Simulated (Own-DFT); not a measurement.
In3GaP4 (zincblende random alloy, atoms displaced), InGa3As4 (zincblende random alloy, strained, atoms displaced), Al3GaAs4 (zincblende random alloy, atoms displaced) (calculated)

A calculation, not a measurement: plane-wave PBE density functional theory by an unreviewed code, no spin, of a simulated periodic cell, stress positive in tension, free energy of the whole cell less one offset for each atom, forces on such cells passed a denser k mesh, this cell's mesh not checked; offsets are fitted by least squares, one for each functional and potential file, so energies compare only between cells with the same atoms and settings and are not formation energies; the far tail of each file's local potential was reset to the Coulomb form; each entry is a single point on an unrelaxed cell, so the pressure reflects the starting lattice, mostly measured values, from which strain is counted, and rises with the displacements; printed positions are rounded, which can move forces by about a meV/angstrom; the program is a retired in-house code; no spin-orbit coupling; before rounding, a Quantum ESPRESSO 7.3.1 run of the same cell and cutoff gave forces within 1 meV/angstrom rms on each cell, which checks the program and not the settings. Program: Own-DFT development build.

Common to all runs: functional PBE; potential files PseudoDojo norm-conserving, scalar-relativistic, standard set; wave cutoff 42 hartree; occupations Fermi-Dirac; smearing width 0.1 eV; k mesh 3 x 3 x 3 centred on Gamma.

(1) In3GaP4 (zincblende random alloy, atoms displaced)

```
cell vectors (Å)
  11.5283     0.0000     0.0000
   0.0000    11.5283     0.0000
   0.0000     0.0000    11.5283
atoms (fractions of the cell vectors)
In  0.99501  0.99923  0.99528
In  0.99578  0.25646  0.24442
Ga  0.25408  0.01438  0.24817
Ga  0.24827  0.25175  0.98568
P   0.12320  0.12453  0.12393
P   0.13849  0.37775  0.37062
P   0.37393  0.13187  0.37076
P   0.38057  0.37876  0.11500
In  0.99123  0.01849  0.50364
In  0.98790  0.25650  0.74576
In  0.23669  0.99635  0.74078
In  0.24305  0.26342  0.49552
P   0.12207  0.11578  0.62755
P   0.12861  0.38807  0.88369
P   0.37693  0.12383  0.87326
P   0.37625  0.37477  0.62616
Ga  0.00516  0.49588  0.00443
In  0.99407  0.75115  0.25186
In  0.24191  0.49256  0.25255
In  0.25937  0.75807  0.98403
P   0.13059  0.61674  0.12748
P   0.12156  0.87546  0.37104
P   0.38015  0.62623  0.38429
P   0.37234  0.87373  0.12011
In  0.00173  0.49199  0.48896
In  0.99882  0.74242  0.74326
In  0.23673  0.49501  0.74184
In  0.25383  0.74607  0.50608
P   0.13054  0.62220  0.62767
P   0.12337  0.86231  0.86965
P   0.37490  0.61703  0.88774
P   0.37235  0.87140  0.63100
Ga  0.49571  0.99997  0.99002
In  0.49985  0.25424  0.25058
In  0.75135  0.00417  0.23274
Ga  0.74802  0.24125  0.00280
P   0.62310  0.12725  0.13170
P   0.63825  0.37365  0.38416
P   0.87750  0.12959  0.37537
P   0.89316  0.36567  0.12680
In  0.49591  0.01153  0.50929
In  0.48978  0.25166  0.75889
In  0.74616  0.99654  0.74482
In  0.74604  0.24828  0.49044
P   0.61874  0.13299  0.62069
P   0.63229  0.38263  0.87912
P   0.87506  0.12661  0.87473
P   0.85956  0.36970  0.62427
Ga  0.48619  0.50908  0.99524
In  0.50707  0.74400  0.25718
In  0.75341  0.50188  0.24381
In  0.75537  0.75150  0.00425
P   0.61684  0.61104  0.12488
P   0.62216  0.86194  0.37335
P   0.87253  0.61791  0.37638
P   0.88027  0.87591  0.12306
In  0.49925  0.50061  0.51913
Ga  0.50356  0.75028  0.75110
Ga  0.75458  0.49811  0.75431
In  0.74537  0.74192  0.49631
P   0.63813  0.62509  0.63180
P   0.61573  0.89302  0.88835
P   0.87416  0.62293  0.87042
P   0.88778  0.87070  0.63219
```

- free energy of cell above offsets: -26.369 eV
- pressure: 5.07 GPa
- stress xx: -4.97 GPa
- stress yy: -5.13 GPa
- stress zz: -5.11 GPa
- stress yz: 1.99 GPa
- stress xz: -1.23 GPa
- stress xy: 1.3 GPa

Force:
```tsv
element	x (eV/Å)	y (eV/Å)	z (eV/Å)
In	1.178	-0.083	-0.227
In	2.624	-2.277	2.422
Ga	-0.399	-1.108	-0.287
Ga	0.28	-0.155	1.057
P	1.32	0.274	-0.398
P	-3.235	-1.18	0.383
P	-0.816	-0.703	0.219
P	-0.755	-0.413	-0.427
In	0.489	-2.438	-0.51
In	1.363	-0.066	0.768
In	1.434	-0.779	1.727
In	1.155	-2.232	1.534
P	-0.123	3.153	-0.518
P	-0.955	-1.702	0.156
P	-1.565	-0.819	1.146
P	-0.956	-0.536	0.578
Ga	-0.204	0.691	0.266
In	0.87	-0.833	-0.064
In	3.058	1.8	-1.54
In	-0.638	-0.62	1.657
P	-1.249	1.118	-1.281
P	0.975	1.208	0.484
P	-0.385	-1.089	-0.578
P	0.83	1.619	0.943
In	-0.165	0.105	1.315
In	0.564	-0.754	0.859
In	1.962	-0.163	1.11
In	-0.564	0.743	-0.953
P	-1.482	0.189	-1.525
P	-0.772	1.278	0.006
P	0.397	0.553	-3.1
P	1.271	-0.175	0.367
Ga	-1.079	0.842	1.932
In	0.343	1.014	0.121
In	0.224	-0.953	1.935
Ga	0.205	0.574	-0.053
P	-0.659	0.314	-2.488
P	-2.469	2.042	-1.774
P	-0.752	-0.024	-1.318
P	-3.387	2.718	-3.472
In	-0.476	-1.584	-1.177
In	1.669	0.79	-0.262
In	-0.022	0.274	0.109
In	0.771	-1.414	1.297
P	0.834	0.135	1.192
P	-0.329	-0.127	0.508
P	-1.237	0.354	0.285
P	0.504	1.566	-0.003
Ga	1.913	-1.494	1.044
In	-1.396	-0.436	-1.585
In	0.14	-1.185	-0.119
In	-1.274	-0.511	-0.313
P	-0.054	0.632	-1.177
P	0.964	2.865	0.751
P	0.344	0.573	-0.3
P	-0.225	-0.193	0.071
In	1.106	0.5	-1.337
Ga	-0.03	-0.043	0.668
Ga	-0.231	0.002	0.062
In	1.105	0.964	0.39
P	-1.016	-0.298	1.834
P	0.772	-2.144	-1.508
P	0.193	-1.321	0.799
P	-1.957	0.965	-1.7
```

(2) InGa3As4 (zincblende random alloy, strained, atoms displaced)

```
cell vectors (Å)
  11.3066     0.0000     0.0000
   0.0000    11.3066     0.0000
   0.0000     0.0000    11.6914
atoms (fractions of the cell vectors)
In  0.00183  0.00068  0.00065
In  0.99774  0.24831  0.24386
Ga  0.25681  0.99437  0.24831
Ga  0.24992  0.24406  0.99885
As  0.12855  0.12472  0.11779
As  0.12156  0.37552  0.36999
As  0.37572  0.12783  0.37558
As  0.37484  0.37422  0.11869
Ga  0.99763  0.99866  0.49778
Ga  0.00101  0.26697  0.75291
Ga  0.24611  0.00445  0.75174
In  0.24727  0.24617  0.50317
As  0.12647  0.13401  0.62249
As  0.12763  0.37451  0.86807
As  0.38133  0.12471  0.87463
As  0.37213  0.37919  0.62697
In  0.99671  0.50184  0.99924
Ga  0.99533  0.74544  0.24689
In  0.25344  0.49891  0.25066
Ga  0.25485  0.74067  0.99701
As  0.12485  0.62586  0.11662
As  0.12776  0.88702  0.37257
As  0.37165  0.62136  0.37837
As  0.37200  0.86338  0.13182
Ga  0.99902  0.50091  0.50101
Ga  0.00252  0.75704  0.74376
In  0.25214  0.50056  0.74597
Ga  0.24782  0.75603  0.50355
As  0.12586  0.62988  0.62590
As  0.13122  0.87025  0.87304
As  0.36733  0.62194  0.87533
As  0.37250  0.87251  0.63109
Ga  0.50715  0.00391  0.99861
Ga  0.49874  0.24793  0.24784
In  0.74885  0.00126  0.24855
Ga  0.75704  0.25532  0.00409
As  0.62463  0.12566  0.12420
As  0.62759  0.37752  0.37531
As  0.88119  0.11968  0.37706
As  0.87760  0.37288  0.12788
Ga  0.49841  0.99568  0.49811
Ga  0.49722  0.25487  0.75150
Ga  0.75483  0.99832  0.74356
Ga  0.75370  0.24595  0.49627
As  0.62800  0.12257  0.62424
As  0.63022  0.36634  0.87871
As  0.87159  0.12563  0.88106
As  0.87793  0.37947  0.62948
Ga  0.49382  0.49539  0.99861
Ga  0.50239  0.75037  0.25440
In  0.74533  0.50902  0.25095
Ga  0.75040  0.74351  0.00268
As  0.61621  0.62157  0.12519
As  0.62606  0.87717  0.37043
As  0.87546  0.61801  0.38133
As  0.87276  0.87835  0.12178
Ga  0.49304  0.49673  0.49992
Ga  0.50411  0.74670  0.75222
Ga  0.74956  0.50468  0.75337
Ga  0.74418  0.75159  0.49949
As  0.62049  0.62502  0.63107
As  0.62338  0.88199  0.87065
As  0.86876  0.62846  0.87235
As  0.86892  0.87462  0.62796
```

* free energy of cell above offsets: -21.278 eV
* pressure: 6.27 GPa
* stress xx: -6.93 GPa
* stress yy: -6.69 GPa
* stress zz: -5.2 GPa
* stress yz: 0.01 GPa
* stress xz: -0.03 GPa
* stress xy: -0.13 GPa

Force:
```tsv
element	x (eV/Å)	y (eV/Å)	z (eV/Å)
In	0.284	-0.674	-0.937
In	0.859	-0.911	0.762
Ga	-0.127	0.966	-0.149
Ga	0.328	0.49	-0.642
As	1.757	-0.131	1.213
As	-0.533	0.473	1.44
As	0.845	-1.161	-1.045
As	0.36	-1.187	-0.122
Ga	0.456	-0.053	0.968
Ga	-0.474	-1.771	-0.199
Ga	0.269	0.056	-0.219
In	0.86	1.545	-1.402
As	-2.548	-2.272	2.357
As	0.182	-0.861	1.584
As	-0.609	-0.03	0.011
As	2.128	-1.125	-0.801
In	-0.051	-0.519	-0.906
Ga	0.351	0.488	0.271
In	-0.541	0.127	-0.829
Ga	-0.452	0.928	0.413
As	0.315	1.278	1.186
As	-0.527	-1.378	0.111
As	1.062	1.674	0.999
As	0.637	0.622	-1.088
Ga	0.654	-0.272	0.339
Ga	-0.238	-0.379	0.576
In	-0.905	0.479	0.188
Ga	0.038	0.024	-0.482
As	-1.102	0.475	-1.217
As	0.243	-0.257	-0.332
As	2.292	0.762	0.666
As	0.322	0.349	-0.237
Ga	-0.698	-0.614	0.345
Ga	0.166	0.373	0.1
In	0.391	0.348	0.038
Ga	-0.45	-0.651	0.084
As	-0.517	1.256	-0.772
As	-1.16	-1.273	0.906
As	-0.516	0.49	0.904
As	-1.743	0.689	-0.901
Ga	-0.039	0.133	0.397
Ga	0.535	-0.364	-0.339
Ga	-0.573	0.845	1.003
Ga	-0.058	0.304	0.443
As	-0.454	0.354	-0.181
As	-0.429	1.082	-0.321
As	-0.33	0.961	-1.776
As	-0.791	0.046	-0.662
Ga	0.579	0.095	-0.585
Ga	-0.34	-0.517	0.166
In	0.507	-0.802	-0.4
Ga	-0.711	0.761	-0.18
As	-0.744	1.206	-1.294
As	-1.03	-1.137	1.45
As	0.629	1.88	0.513
As	0.001	-2.299	0.28
Ga	0.704	0.181	0.152
Ga	-0.696	0.487	0.487
Ga	-0.356	-0.599	-0.144
Ga	0.084	-0.336	0.147
As	0.248	-0.442	-0.962
As	0.572	-0.818	0.377
As	0.25	0.834	-0.688
As	0.839	-0.229	-1.064
```

(3) Al3GaAs4 (zincblende random alloy, atoms displaced)

```
cell vectors (Å)
  11.3183     0.0000     0.0000
   0.0000    11.3183     0.0000
   0.0000     0.0000    11.3183
atoms (fractions of the cell vectors)
Ga  0.99694  0.00004  0.99267
Al  0.00072  0.24991  0.24915
Al  0.24644  0.00231  0.25314
Ga  0.25424  0.25055  0.00318
As  0.12232  0.12720  0.12229
As  0.12436  0.37218  0.37590
As  0.37482  0.12734  0.37357
As  0.37678  0.37974  0.12414
Ga  0.99587  0.99916  0.50345
Ga  0.00035  0.25453  0.75268
Al  0.24948  1.00000  0.74999
Al  0.25052  0.24989  0.50320
As  0.12143  0.12714  0.62304
As  0.12672  0.37782  0.87435
As  0.37850  0.12535  0.87217
As  0.37369  0.37492  0.62418
Al  0.99952  0.50144  0.00271
Al  0.00255  0.74580  0.25111
Ga  0.24868  0.49450  0.24808
Al  0.25020  0.75188  0.99803
As  0.12596  0.62051  0.12567
As  0.12512  0.87683  0.37364
As  0.37417  0.62156  0.37576
As  0.37461  0.87268  0.12171
Al  0.99852  0.49997  0.49838
Al  0.00527  0.74774  0.75043
Al  0.24829  0.49889  0.75264
Ga  0.24737  0.75180  0.50065
As  0.12168  0.62491  0.62467
As  0.12443  0.87505  0.87448
As  0.37647  0.62646  0.87464
As  0.37567  0.87747  0.63055
Al  0.49892  0.00483  0.00039
Al  0.49750  0.25186  0.24862
Al  0.74906  0.00079  0.24675
Al  0.74927  0.24950  0.00072
As  0.62510  0.12786  0.12596
As  0.63054  0.37691  0.37570
As  0.87331  0.12396  0.37299
As  0.87736  0.37267  0.12719
Ga  0.50309  0.99814  0.49828
Al  0.50006  0.24704  0.75072
Al  0.75051  0.00364  0.74621
Al  0.75257  0.25350  0.49756
As  0.62505  0.12195  0.62363
As  0.62470  0.37525  0.87265
As  0.87628  0.12435  0.87364
As  0.87862  0.37318  0.63050
Al  0.49636  0.50428  0.99852
Ga  0.50403  0.74881  0.25073
Al  0.75556  0.50000  0.25173
Al  0.74721  0.75085  0.99937
As  0.62259  0.62114  0.12675
As  0.62828  0.87689  0.37717
As  0.87639  0.62749  0.37529
As  0.87684  0.87483  0.12734
Al  0.50284  0.50379  0.50423
Al  0.49631  0.75029  0.74772
Al  0.74905  0.49518  0.75244
Al  0.75094  0.75212  0.49897
As  0.62165  0.62532  0.62443
As  0.62244  0.87791  0.87377
As  0.87240  0.62333  0.87286
As  0.87247  0.87531  0.63101
```

* free energy of cell above offsets: -20.371 eV
* pressure: 2.92 GPa
* stress xx: -2.92 GPa
* stress yy: -2.94 GPa
* stress zz: -2.9 GPa
* stress yz: 0.05 GPa
* stress xz: -0.08 GPa
* stress xy: 0.02 GPa

Force:
```tsv
element	x (eV/Å)	y (eV/Å)	z (eV/Å)
Ga	0.219	-0.131	0.745
Al	-0.038	-0.233	0.252
Al	0.385	-0.062	-0.706
Ga	-0.198	-0.006	-0.407
As	0.191	-0.374	0.009
As	0.003	0.064	0.081
As	0.011	-0.168	0.244
As	0.101	-0.398	-0.048
Ga	0.017	-0.068	-0.297
Ga	0.389	-0.529	0.149
Al	-0.265	0.421	-0.018
Al	-0.05	-0.056	-0.288
As	0.276	-0.196	0.437
As	-0.141	-0.24	0.678
As	-0.626	-0.039	0.329
As	0.304	0.109	0.328
Al	-0.195	-0.212	-0.383
Al	0.128	0.389	-0.205
Ga	0.032	0.321	0.481
Al	-0.151	-0.36	0.206
As	0.141	0.568	-0.191
As	-0.366	-0.148	0.314
As	-0.017	0.278	-0.041
As	0.046	0.538	0.597
Al	0.056	-0.162	0.2
Al	-0.729	0.132	0.114
Al	0.312	0.337	-0.478
Ga	0.369	-0.052	0.017
As	0.449	-0.294	-0.1
As	0.206	-0.036	-0.07
As	-0.508	0.026	-0.218
As	-0.234	-0.078	-0.846
Al	0.124	-0.448	0.074
Al	0.43	0.234	0.274
Al	0.107	-0.029	0.178
Al	0.192	0.165	-0.161
As	-0.216	-0.103	-0.064
As	-0.695	0.11	-0.077
As	0.139	0.107	0.052
As	-0.233	0.212	-0.33
Ga	-0.519	0.166	0.129
Al	0.153	0.364	-0.513
Al	-0.254	-0.244	0.578
Al	0.028	-0.442	0.456
As	0.119	0.761	-0.222
As	-0.346	-0.223	0.578
As	-0.486	0.476	-0.14
As	-0.521	0.41	-0.764
Al	0.516	-0.319	-0.085
Ga	-0.478	0.107	0.166
Al	-0.285	0.033	-0.245
Al	0.034	-0.016	0.091
As	0.612	0.105	-0.172
As	-0.073	-0.199	-0.536
As	-0.134	-0.112	0.143
As	-0.075	-0.22	-0.313
Al	-0.373	-0.65	-0.602
Al	0.531	0.051	0.339
Al	0.026	0.52	-0.502
Al	-0.018	-0.185	0.447
As	0.824	0.287	0.411
As	0.156	-0.025	-0.047
As	0.229	0.216	0.291
As	0.371	-0.451	-0.317
```
